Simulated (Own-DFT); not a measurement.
Simulation results for GaP (zincblende, atoms displaced)

A calculation, not a measurement: plane-wave PBE density functional theory by an unreviewed code, no spin, of a simulated periodic cell, stress positive in tension, free energy of the whole cell less one offset for each atom, forces on such cells passed a denser k mesh, this cell's mesh not checked; offsets are fitted by least squares, one for each functional and potential file, so energies compare only between cells with the same atoms and settings and are not formation energies; the far tail of each file's local potential was reset to the Coulomb form; each entry is a single point on an unrelaxed cell, so the pressure reflects the starting lattice, mostly measured values (interpolated for alloys), from which strain is counted, and rises with the displacements; printed positions are rounded, which can move forces by about a meV/angstrom; the program, named Own-DFT, is a retired in-house code; no spin-orbit coupling. Program: Own-DFT development build.

Settings shared by all entries: functional PBE; potential files PseudoDojo norm-conserving, scalar-relativistic, standard set; wave cutoff 42 hartree; occupations Fermi-Dirac; smearing width 0.1 eV; k mesh 3 x 3 x 3 centred on Gamma.

(1) GaP (zincblende, atoms displaced)

```
GaP
1.0
     10.9010     0.0000     0.0000
      0.0000    10.9010     0.0000
      0.0000     0.0000    10.9010
Ga P Ga P Ga P Ga P Ga P Ga P Ga P Ga P
4 4 4 4 4 4 4 4 4 4 4 4 4 4 4 4
Direct
  0.00144 0.00055 0.99681
  0.99822 0.24842 0.24658
  0.24811 0.00094 0.24938
  0.24822 0.24858 0.00167
  0.12081 0.12281 0.12525
  0.12502 0.37424 0.37603
  0.37279 0.12547 0.37559
  0.37733 0.37315 0.12488
  0.00015 0.00127 0.49988
  0.00133 0.25100 0.74999
  0.24950 0.99967 0.75250
  0.24993 0.24968 0.49795
  0.12597 0.12446 0.62215
  0.12353 0.37287 0.87957
  0.37275 0.12583 0.87435
  0.37743 0.37319 0.62455
  0.00160 0.49990 0.99939
  0.00186 0.74967 0.24842
  0.25024 0.49887 0.24961
  0.24667 0.74719 0.00142
  0.12409 0.62754 0.12701
  0.12484 0.87239 0.37166
  0.37226 0.62869 0.37262
  0.37409 0.87635 0.12660
  0.00283 0.49960 0.49935
  0.00003 0.74919 0.74846
  0.24845 0.50050 0.75076
  0.24931 0.75105 0.50159
  0.12340 0.62557 0.62611
  0.12669 0.87679 0.87405
  0.37536 0.62490 0.87253
  0.37358 0.87405 0.62314
  0.50326 0.00077 0.99731
  0.50098 0.25019 0.25044
  0.75031 0.99947 0.25173
  0.75210 0.25068 0.99901
  0.62672 0.12337 0.12692
  0.62420 0.37636 0.37499
  0.87632 0.12588 0.37499
  0.86957 0.37522 0.12490
  0.49931 0.99902 0.49907
  0.49797 0.24680 0.74922
  0.74983 0.00282 0.75063
  0.74957 0.24963 0.49933
  0.62606 0.12405 0.62572
  0.62382 0.37455 0.87487
  0.87463 0.12541 0.87193
  0.87395 0.37626 0.62302
  0.49783 0.50460 0.99734
  0.49811 0.75097 0.24648
  0.75054 0.50063 0.24902
  0.74947 0.75029 0.99883
  0.62285 0.62503 0.12055
  0.62803 0.87824 0.37481
  0.87641 0.62404 0.37119
  0.87388 0.87447 0.12579
  0.49682 0.49831 0.49912
  0.50253 0.74735 0.75080
  0.74987 0.50302 0.74860
  0.74920 0.75178 0.49866
  0.62392 0.62352 0.62385
  0.62536 0.87542 0.87712
  0.87590 0.62163 0.87406
  0.87700 0.87534 0.62712
```

- free energy of cell above offsets: -35.765 eV
- pressure: 2.7 GPa
- stress xx: -2.7 GPa
- stress yy: -2.71 GPa
- stress zz: -2.7 GPa
- stress yz: -0.08 GPa
- stress xz: -0.05 GPa
- stress xy: 0.09 GPa

Force:
```csv
element,x (eV/Å),y (eV/Å),z (eV/Å)
Ga,-0.481,-0.215,0.121
Ga,-0.061,0.402,0.281
Ga,0.081,-0.081,0.11
Ga,0.156,-0.035,0.213
P,0.386,0.169,-0.136
P,-0.056,-0.066,-0.454
P,0.285,-0.102,-0.246
P,-0.252,0.278,-0.161
Ga,0.064,-0.326,-0.173
Ga,-0.133,-0.021,-0.326
Ga,0.149,0.091,-0.552
Ga,0.071,0.118,0.272
P,0.033,0.111,0.427
P,0.283,0.184,-0.482
P,0.176,-0.16,0.226
P,-0.601,0.103,0.098
Ga,-0.306,0.01,0.434
Ga,-0.467,0.173,0.083
Ga,0.024,-0.035,-0.014
Ga,0.476,0.405,-0.175
P,0.068,-0.713,-0.29
P,-0.049,0.381,0.497
P,0.254,-0.369,0.271
P,-0.047,0.113,-0.595
Ga,-0.374,0.064,-0.025
Ga,-0.037,0.123,0.396
Ga,0.073,-0.368,-0.081
Ga,-0.164,-0.117,-0.228
P,0.267,-0.126,-0.183
P,-0.259,-0.528,0.118
P,-0.425,0.216,0.187
P,0.31,0.087,0.497
Ga,-0.479,0.082,0.435
Ga,0.006,-0.176,0.054
Ga,0.289,0.182,-0.157
Ga,-0.425,-0.206,-0.065
P,-0.031,0.238,-0.278
P,0.106,-0.064,-0.023
P,-0.18,-0.077,-0.008
P,0.774,0.079,-0.101
Ga,0.018,0.117,0.08
Ga,0.326,0.247,0.124
Ga,0.002,-0.467,-0.066
Ga,0,0.087,-0.003
P,-0.271,0.032,-0.243
P,-0.004,0.084,-0.143
P,0.216,0.119,0.323
P,0.182,-0.043,0.181
Ga,0.098,-0.688,0.056
Ga,0.384,0.081,0.302
Ga,-0.422,0.126,0.003
Ga,0.27,-0.146,0.072
P,0.212,0.095,0.477
P,-0.587,-0.498,-0.087
P,-0.04,0.176,0.425
P,0.237,0.092,-0.271
Ga,0.032,0.354,-0.19
Ga,-0.155,0.422,-0.243
Ga,-0.122,-0.507,0.04
Ga,0.283,-0.211,0.12
P,0.071,0.186,-0.223
P,0.106,-0.069,-0.546
P,-0.01,0.515,0.105
P,-0.332,0.072,-0.26
```

(2) GaP (zincblende, atoms displaced)

```
GaP
1.0
     10.9010     0.0000     0.0000
      0.0000    10.9010     0.0000
      0.0000     0.0000    10.9010
Ga P Ga P Ga P Ga P Ga P Ga P Ga P Ga P
4 4 4 4 4 4 4 4 4 4 4 4 4 4 4 4
Direct
  0.00137 0.99976 0.99985
  0.00239 0.25044 0.25059
  0.24951 0.99871 0.24864
  0.25128 0.25441 0.99864
  0.12808 0.12112 0.12274
  0.12543 0.37453 0.37828
  0.37611 0.12716 0.37431
  0.37275 0.37523 0.12696
  0.99864 0.00039 0.50142
  0.00080 0.24787 0.75115
  0.25003 0.99852 0.75018
  0.24694 0.24979 0.49733
  0.12381 0.12503 0.62541
  0.12540 0.37264 0.87368
  0.36852 0.12606 0.87445
  0.37600 0.37212 0.62127
  0.99641 0.49869 0.99951
  0.99834 0.74544 0.24965
  0.24987 0.49881 0.25084
  0.24766 0.75086 0.99989
  0.12632 0.62399 0.12830
  0.12479 0.87257 0.37519
  0.37624 0.62483 0.37340
  0.37552 0.87769 0.12389
  0.00030 0.49963 0.49979
  0.00006 0.74893 0.75064
  0.25132 0.50183 0.75108
  0.25465 0.74926 0.49948
  0.12649 0.62410 0.62720
  0.12742 0.87310 0.87410
  0.37960 0.62752 0.87802
  0.37723 0.87751 0.62575
  0.49901 0.99908 0.00079
  0.50030 0.24863 0.25001
  0.74980 0.99909 0.24879
  0.75089 0.24794 0.99989
  0.62218 0.12703 0.12485
  0.62625 0.37611 0.37814
  0.87578 0.12767 0.37252
  0.87384 0.37690 0.12625
  0.50153 0.99883 0.49917
  0.49988 0.24954 0.74489
  0.74880 0.99883 0.75148
  0.75122 0.24723 0.50223
  0.62460 0.12560 0.62664
  0.62726 0.37393 0.87497
  0.87389 0.12503 0.87580
  0.87852 0.37722 0.62664
  0.49926 0.49710 0.99801
  0.50034 0.75060 0.24968
  0.74785 0.49968 0.24793
  0.74400 0.74921 0.99739
  0.62707 0.62469 0.12753
  0.62524 0.87551 0.37344
  0.87485 0.62383 0.37618
  0.87522 0.87566 0.12738
  0.49921 0.50091 0.49781
  0.49698 0.75036 0.75151
  0.74668 0.50008 0.75248
  0.75107 0.74851 0.50506
  0.62617 0.62392 0.62405
  0.62372 0.87234 0.87289
  0.87354 0.62076 0.87376
  0.87556 0.87601 0.62603
```

- free energy of cell above offsets: -35.695 eV
- pressure: 2.72 GPa
- stress xx: -2.71 GPa
- stress yy: -2.72 GPa
- stress zz: -2.71 GPa
- stress yz: 0.29 GPa
- stress xz: 0.18 GPa
- stress xy: 0.16 GPa

Force:
```csv
element,x (eV/Å),y (eV/Å),z (eV/Å)
Ga,-0.142,-0.181,-0.033
Ga,0.088,-0.044,-0.351
Ga,0.117,0.033,0.401
Ga,-0.267,-0.364,0.264
P,-0.207,0.724,0.106
P,-0.125,0.212,-0.493
P,-0.274,-0.451,0.092
P,0.394,-0.013,-0.151
Ga,0.141,0.021,-0.376
Ga,-0.158,0.161,-0.123
Ga,-0.144,0.176,-0.185
Ga,0.343,-0.266,0.331
P,0.169,-0.193,-0.055
P,-0.119,0.488,0.172
P,0.928,-0.026,-0.065
P,-0.306,0.506,0.193
Ga,0.524,0.009,0.069
Ga,0.073,0.369,0.192
Ga,-0.048,0.033,0.205
Ga,0.345,-0.159,0.309
P,-0.247,-0.122,-0.577
P,-0.018,0.097,0.049
P,-0.044,0.016,-0.024
P,-0.114,-0.538,0.141
Ga,0.072,0.181,0.166
Ga,-0.048,-0.074,0.023
Ga,0.292,-0.289,0.018
Ga,-0.356,0.095,0.183
P,0.027,0.2,-0.377
P,-0.475,0.122,0
P,-0.677,-0.316,-0.098
P,-0.156,-0.24,-0.119
Ga,-0.002,0.345,-0.44
Ga,0.047,0.493,0.211
Ga,-0.027,0.35,0.067
Ga,-0.053,0.238,0.233
P,0.353,-0.355,-0.135
P,-0.041,-0.309,-0.363
P,-0.132,-0.4,0.23
P,0.13,-0.464,-0.059
Ga,-0.014,0.305,-0.067
Ga,-0.207,0.026,0.676
Ga,0.062,0.095,-0.067
Ga,0.185,0.425,0.002
P,0.206,-0.417,-0.235
P,-0.467,-0.295,-0.037
P,0.191,-0.253,-0.054
P,-0.47,-0.319,0.085
Ga,0.289,0.107,0.467
Ga,-0.042,0.064,-0.141
Ga,0.23,-0.051,0.561
Ga,0.778,-0.03,0.314
P,-0.598,-0.041,-0.453
P,0.207,-0.247,0.351
P,-0.183,-0.055,-0.017
P,-0.089,-0.362,-0.589
Ga,0.097,-0.095,0.186
Ga,0.387,-0.117,-0.492
Ga,0.311,-0.179,-0.459
Ga,-0.003,0.24,-0.534
P,-0.512,0.083,0.335
P,-0.152,0.455,0.199
P,-0.011,0.683,0.197
P,-0.055,-0.088,0.143
```

(3) GaP (zincblende, atoms displaced)

```
GaP
1.0
     10.9010     0.0000     0.0000
      0.0000    10.9010     0.0000
      0.0000     0.0000    10.9010
Ga P Ga P Ga P Ga P Ga P Ga P Ga P Ga P
4 4 4 4 4 4 4 4 4 4 4 4 4 4 4 4
Direct
  0.99956 0.99840 0.00156
  0.99993 0.25121 0.25062
  0.25315 0.99926 0.25251
  0.24594 0.25144 0.99891
  0.12466 0.12636 0.12897
  0.12371 0.37576 0.37437
  0.37275 0.12168 0.37270
  0.37697 0.37545 0.12579
  0.00033 0.99764 0.49825
  0.99981 0.25314 0.75140
  0.24764 0.99728 0.75293
  0.25092 0.25023 0.49780
  0.12345 0.12825 0.62680
  0.12461 0.37230 0.87314
  0.37469 0.12429 0.87240
  0.37286 0.37664 0.62557
  0.99818 0.49941 0.00123
  0.00056 0.74973 0.24810
  0.24540 0.50179 0.25186
  0.24859 0.74815 0.00377
  0.12355 0.62558 0.12601
  0.12473 0.87325 0.37671
  0.37622 0.62677 0.37576
  0.37370 0.87763 0.12617
  0.00017 0.49942 0.50144
  0.00101 0.75238 0.74717
  0.25164 0.49789 0.74957
  0.24989 0.74984 0.50010
  0.12095 0.62148 0.62750
  0.12779 0.87619 0.87735
  0.37180 0.62707 0.87433
  0.37428 0.87430 0.62392
  0.49890 0.99994 0.99996
  0.49685 0.25201 0.24852
  0.75246 0.99961 0.24695
  0.74894 0.25228 0.99874
  0.62609 0.12455 0.12493
  0.62220 0.37476 0.37547
  0.87352 0.12721 0.37608
  0.87799 0.37545 0.12621
  0.49905 0.99592 0.50324
  0.50227 0.24811 0.75349
  0.74828 0.99770 0.75133
  0.74950 0.24996 0.50130
  0.62720 0.12195 0.62894
  0.62203 0.37207 0.87450
  0.87375 0.12400 0.87631
  0.87593 0.37225 0.62231
  0.49931 0.50050 0.00226
  0.49991 0.74889 0.24947
  0.74714 0.50046 0.25033
  0.74767 0.75064 0.00002
  0.62393 0.62639 0.12634
  0.62482 0.87039 0.37447
  0.87676 0.62267 0.37709
  0.87597 0.87891 0.12310
  0.49902 0.49966 0.50185
  0.49966 0.74687 0.75009
  0.75194 0.49779 0.74892
  0.75105 0.74911 0.49723
  0.62355 0.62259 0.62459
  0.62494 0.87490 0.87580
  0.87857 0.62541 0.87367
  0.87203 0.87516 0.62852
```

- free energy of cell above offsets: -35.653 eV
- pressure: 2.74 GPa
- stress xx: -2.73 GPa
- stress yy: -2.73 GPa
- stress zz: -2.74 GPa
- stress yz: 0.01 GPa
- stress xz: 0.06 GPa
- stress xy: 0.04 GPa

Force:
```csv
element,x (eV/Å),y (eV/Å),z (eV/Å)
Ga,0.339,0.575,-0.219
Ga,-0.069,-0.161,0.153
Ga,-0.732,-0.1,-0.206
Ga,0.505,-0.32,0.22
P,0.099,-0.304,-0.272
P,0.069,-0.06,0.219
P,0.678,0.447,0.594
P,-0.82,0.219,-0.162
Ga,-0.196,0.391,0.425
Ga,-0.324,-0.568,-0.096
Ga,0.233,0.435,-0.547
Ga,-0.147,-0.104,0.165
P,0.152,-0.458,-0.225
P,-0.03,0.694,0.337
P,-0.2,0.028,0.457
P,0.489,-0.566,-0.084
Ga,0.318,0.025,-0.278
Ga,-0.31,0.167,0.281
Ga,0.602,-0.062,-0.052
Ga,0.159,0.286,-0.147
P,-0.017,-0.219,-0.178
P,0.061,0.041,-0.331
P,-0.276,-0.294,-0.074
P,0.202,-0.467,-0.12
Ga,-0.016,-0.157,-0.119
Ga,0.055,0.015,0.403
Ga,-0.373,0.223,0.194
Ga,-0.169,-0.316,0.218
P,0.639,0.351,-0.214
P,-0.485,-0.422,0.057
P,0.22,-0.352,0.309
P,-0.191,-0.186,0.501
Ga,0.06,0.178,-0.032
Ga,0.339,-0.528,0.2
Ga,-0.331,0.131,0.522
Ga,0.19,-0.218,0.244
P,-0.23,0.19,0.007
P,0.105,-0.092,0.074
P,0.135,-0.329,-0.162
P,-0.659,0.021,-0.056
Ga,0.278,0.376,-0.402
Ga,-0.431,-0.035,-0.608
Ga,0.252,0.174,0.287
Ga,-0.286,-0.152,-0.09
P,-0.375,0.256,-0.494
P,0.399,0.726,0.204
P,0.151,0.126,-0.131
P,-0.114,0.263,0.296
Ga,-0.019,0.106,-0.376
Ga,-0.237,0.235,0.007
Ga,0.304,-0.113,0.101
Ga,0.417,-0.122,-0.061
P,0.138,-0.144,-0.242
P,0.143,0.621,-0.106
P,-0.131,0.179,-0.419
P,-0.132,-0.833,0.195
Ga,-0.101,-0.001,-0.161
Ga,0.048,0.301,-0.067
Ga,-0.121,0.044,0.087
Ga,-0.056,-0.133,0.43
P,0.391,0.176,0.066
P,-0.351,-0.195,-0.063
P,-0.458,0.056,0.146
P,0.222,-0.048,-0.607
```

(4) GaP (zincblende, atoms displaced)

```
GaP
1.0
     10.9010     0.0000     0.0000
      0.0000    10.9010     0.0000
      0.0000     0.0000    10.9010
Ga P Ga P Ga P Ga P Ga P Ga P Ga P Ga P
4 4 4 4 4 4 4 4 4 4 4 4 4 4 4 4
Direct
  0.99785 0.00117 0.00159
  0.00207 0.24725 0.24960
  0.25060 0.99943 0.24806
  0.25113 0.25139 0.99871
  0.12807 0.12490 0.12475
  0.12457 0.37239 0.37350
  0.37626 0.12718 0.37634
  0.37237 0.37223 0.12606
  0.00166 0.00292 0.49958
  0.00094 0.24862 0.75238
  0.25126 0.00180 0.75013
  0.25223 0.24948 0.49989
  0.12350 0.12686 0.62298
  0.12147 0.37341 0.87408
  0.37200 0.12454 0.87408
  0.37651 0.37451 0.62553
  0.00048 0.49651 0.99834
  0.00128 0.74979 0.24811
  0.24922 0.49802 0.24599
  0.25173 0.74909 0.99906
  0.12762 0.62725 0.12786
  0.12502 0.87662 0.37633
  0.37626 0.62510 0.37797
  0.37832 0.87392 0.12611
  0.99928 0.49825 0.49999
  0.00315 0.74997 0.74772
  0.24852 0.50239 0.74861
  0.24971 0.75004 0.49950
  0.12641 0.62537 0.62768
  0.12621 0.87324 0.87372
  0.37609 0.62713 0.87775
  0.37678 0.87584 0.62417
  0.50294 0.00312 0.00119
  0.49838 0.24902 0.24767
  0.75035 0.99891 0.24881
  0.74884 0.24939 0.99971
  0.62436 0.12667 0.12573
  0.62769 0.37688 0.37216
  0.87540 0.12408 0.37729
  0.87589 0.37496 0.12552
  0.50343 0.99795 0.49883
  0.49879 0.25093 0.75029
  0.75235 0.99913 0.75281
  0.75137 0.25273 0.50079
  0.62837 0.12673 0.62673
  0.62803 0.37386 0.87301
  0.87341 0.12401 0.87775
  0.87374 0.37464 0.62958
  0.49681 0.50350 0.00138
  0.49806 0.75205 0.25039
  0.75028 0.50124 0.24862
  0.74807 0.75089 0.00129
  0.62358 0.62562 0.12512
  0.62336 0.87702 0.37574
  0.87718 0.62547 0.37495
  0.87607 0.87247 0.12345
  0.50054 0.49681 0.49834
  0.49908 0.75108 0.74680
  0.75033 0.50013 0.75202
  0.75032 0.75179 0.49980
  0.62612 0.62383 0.62609
  0.62849 0.87238 0.87552
  0.87601 0.62272 0.87408
  0.87427 0.87717 0.62261
```

* free energy of cell above offsets: -35.729 eV
* pressure: 2.72 GPa
* stress xx: -2.71 GPa
* stress yy: -2.73 GPa
* stress zz: -2.72 GPa
* stress yz: 0.05 GPa
* stress xz: -0.08 GPa
* stress xy: 0.32 GPa

Force:
```csv
element,x (eV/Å),y (eV/Å),z (eV/Å)
Ga,0.448,-0.198,-0.16
Ga,-0.281,0.007,0.028
Ga,0.216,0.007,0.325
Ga,-0.303,-0.119,-0.106
P,-0.233,-0.058,-0.191
P,0.167,0.269,0.201
P,0.036,-0.493,-0.166
P,0.385,0.354,-0.36
Ga,-0.173,-0.287,0.052
Ga,-0.367,-0.169,-0.206
Ga,-0.331,-0.262,-0.302
Ga,-0.192,0.215,0.029
P,0.351,-0.078,0.361
P,0.736,0.183,0.016
P,0.551,0.15,0.227
P,-0.286,0.184,-0.01
Ga,-0.012,0.5,0.365
Ga,-0.002,0.128,0.4
Ga,0.086,0.217,0.728
Ga,-0.123,0.296,0.267
P,-0.245,-0.363,-0.68
P,0.03,-0.106,-0.247
P,-0.232,-0.231,-0.467
P,-0.348,0.348,-0.402
Ga,0.129,-0.042,0.186
Ga,-0.556,0.111,0.158
Ga,0.34,-0.333,0.418
Ga,0.043,0.033,0.133
P,-0.175,-0.068,-0.716
P,-0.099,0.381,0.23
P,-0.146,-0.199,-0.639
P,-0.268,0.121,-0.06
Ga,-0.185,-0.386,-0.306
Ga,0.21,0.203,0.429
Ga,0.093,0.06,0.147
Ga,0.129,0.22,0.164
P,0.251,-0.095,0.007
P,-0.276,-0.369,0.049
P,-0.134,0.18,-0.411
P,-0.051,-0.207,-0.018
Ga,-0.192,0.648,0.385
Ga,0.225,-0.223,0.044
Ga,-0.15,0.017,-0.241
Ga,-0.05,-0.096,-0.045
P,-0.302,-0.236,-0.079
P,-0.679,0.254,0.48
P,0.264,0.114,-0.142
P,0.305,0.048,-0.33
Ga,0.397,-0.66,-0.085
Ga,0.266,-0.34,0.292
Ga,0.193,0.134,-0.007
Ga,0.363,-0.494,-0.174
P,0.031,0.08,0.183
P,0.404,-0.407,-0.381
P,-0.209,0.06,-0.029
P,-0.146,0.217,0.229
Ga,0.2,0.253,0.178
Ga,0.26,-0.134,0.314
Ga,-0.01,0.108,-0.134
Ga,-0.082,-0.212,-0.041
P,-0.101,0.022,-0.242
P,-0.582,0.4,-0.15
P,0.042,0.464,0.231
P,0.372,-0.122,0.271
```

(5) GaP (zincblende, atoms displaced)

```
GaP
1.0
     10.9010     0.0000     0.0000
      0.0000    10.9010     0.0000
      0.0000     0.0000    10.9010
Ga P Ga P Ga P Ga P Ga P Ga P Ga P Ga P
4 4 4 4 4 4 4 4 4 4 4 4 4 4 4 4
Direct
  0.00163 0.99842 0.00006
  0.99968 0.24988 0.24885
  0.25071 0.00062 0.24877
  0.24967 0.24903 0.99866
  0.12294 0.12710 0.12423
  0.12648 0.37497 0.37514
  0.37561 0.12481 0.37736
  0.37886 0.37120 0.12438
  0.99904 0.99950 0.49960
  0.99983 0.24998 0.75073
  0.25155 0.00081 0.74894
  0.25134 0.25032 0.49906
  0.12563 0.12433 0.62281
  0.12296 0.37566 0.87437
  0.37445 0.12718 0.87592
  0.37777 0.37182 0.62210
  0.99516 0.50304 0.00107
  0.00115 0.74951 0.25355
  0.25005 0.49794 0.24970
  0.24922 0.74853 0.00075
  0.12481 0.62475 0.12568
  0.12471 0.87759 0.37483
  0.37443 0.62588 0.37211
  0.37646 0.87327 0.12714
  0.99928 0.49900 0.49961
  0.99928 0.75178 0.75045
  0.24900 0.50116 0.75051
  0.25124 0.74726 0.49905
  0.12132 0.62399 0.62736
  0.12217 0.87656 0.87398
  0.37344 0.62436 0.87511
  0.37370 0.87599 0.62456
  0.49922 0.99852 0.99828
  0.50100 0.24656 0.25072
  0.75211 0.99965 0.24923
  0.75067 0.25216 0.99987
  0.62158 0.12558 0.12778
  0.62557 0.37561 0.37153
  0.87213 0.12612 0.37747
  0.87548 0.37895 0.12387
  0.49976 0.00018 0.49929
  0.49761 0.24739 0.75099
  0.75023 0.00064 0.74905
  0.75092 0.24913 0.50045
  0.62860 0.12336 0.62405
  0.62250 0.37605 0.87275
  0.87482 0.12293 0.87562
  0.87220 0.37407 0.62003
  0.49714 0.50006 0.00063
  0.49545 0.75069 0.25164
  0.75155 0.49822 0.25062
  0.75215 0.75080 0.99922
  0.62548 0.62453 0.12717
  0.62346 0.87911 0.37253
  0.87359 0.62858 0.37459
  0.87373 0.87438 0.12356
  0.49739 0.50237 0.50083
  0.49894 0.74745 0.75152
  0.74800 0.49811 0.75327
  0.74998 0.74878 0.50104
  0.62229 0.62310 0.62644
  0.62276 0.87431 0.87519
  0.87477 0.62555 0.87830
  0.87307 0.87507 0.62458
```

- free energy of cell above offsets: -35.728 eV
- pressure: 2.71 GPa
- stress xx: -2.7 GPa
- stress yy: -2.72 GPa
- stress zz: -2.72 GPa
- stress yz: -0.12 GPa
- stress xz: 0.23 GPa
- stress xy: -0.12 GPa

Force:
```csv
element,x (eV/Å),y (eV/Å),z (eV/Å)
Ga,-0.293,0.166,0.126
Ga,-0.192,0.161,0.242
Ga,-0.054,0.128,0.047
Ga,-0.169,0.361,0.155
P,0.296,-0.309,0.012
P,-0.216,-0.054,-0.051
P,-0.148,-0.001,-0.325
P,-0.545,0.152,0.127
Ga,-0.029,0.096,0.045
Ga,-0.138,-0.068,-0.329
Ga,-0.237,0.048,0.091
Ga,-0.168,-0.094,0.053
P,-0.093,0.153,0.209
P,0.038,0.138,0.244
P,-0.077,-0.513,-0.065
P,-0.421,0.403,0.42
Ga,0.716,-0.174,-0.067
Ga,-0.047,0.262,-0.396
Ga,0.149,-0.067,-0.281
Ga,-0.086,0.295,-0.067
P,-0.081,-0.079,0.064
P,0.172,-0.258,0.076
P,-0.165,-0.325,0.34
P,-0.431,0.271,-0.508
Ga,-0.082,0.179,-0.144
Ga,-0.218,-0.112,-0.005
Ga,0.102,-0.391,-0.243
Ga,-0.4,0.234,0.167
P,0.322,0.135,-0.315
P,0.617,-0.174,0.067
P,-0.038,0.014,0.096
P,0.254,-0.341,0.04
Ga,0.023,0.169,0.312
Ga,-0.145,0.3,0.255
Ga,-0.213,0.195,-0.081
Ga,-0.307,-0.176,0.035
P,0.628,-0.282,-0.615
P,-0.174,-0.1,0.588
P,0.47,-0.167,-0.464
P,-0.045,-0.538,0.204
Ga,0.141,-0.02,0.212
Ga,0.509,0.071,-0.342
Ga,-0.094,-0.216,0.237
Ga,-0.542,0.224,-0.259
P,-0.593,0.202,0.138
P,-0.057,-0.295,0.405
P,0.014,0.233,0.05
P,0.292,0.197,0.798
Ga,0.398,0.093,0.054
Ga,0.83,-0.044,-0.107
Ga,-0.13,0.356,-0.034
Ga,-0.592,-0.081,0.215
P,-0.155,0.161,-0.19
P,0.157,-0.617,0.274
P,0.147,-0.552,0.141
P,0.44,0.024,0.281
Ga,0.299,-0.296,-0.392
Ga,-0.093,0.306,-0.194
Ga,0.293,0.168,-0.409
Ga,-0.52,0.264,-0.094
P,0.335,0.184,-0.031
P,0.325,-0.006,-0.176
P,-0.15,0.081,-0.701
P,0.172,-0.071,0.063
```
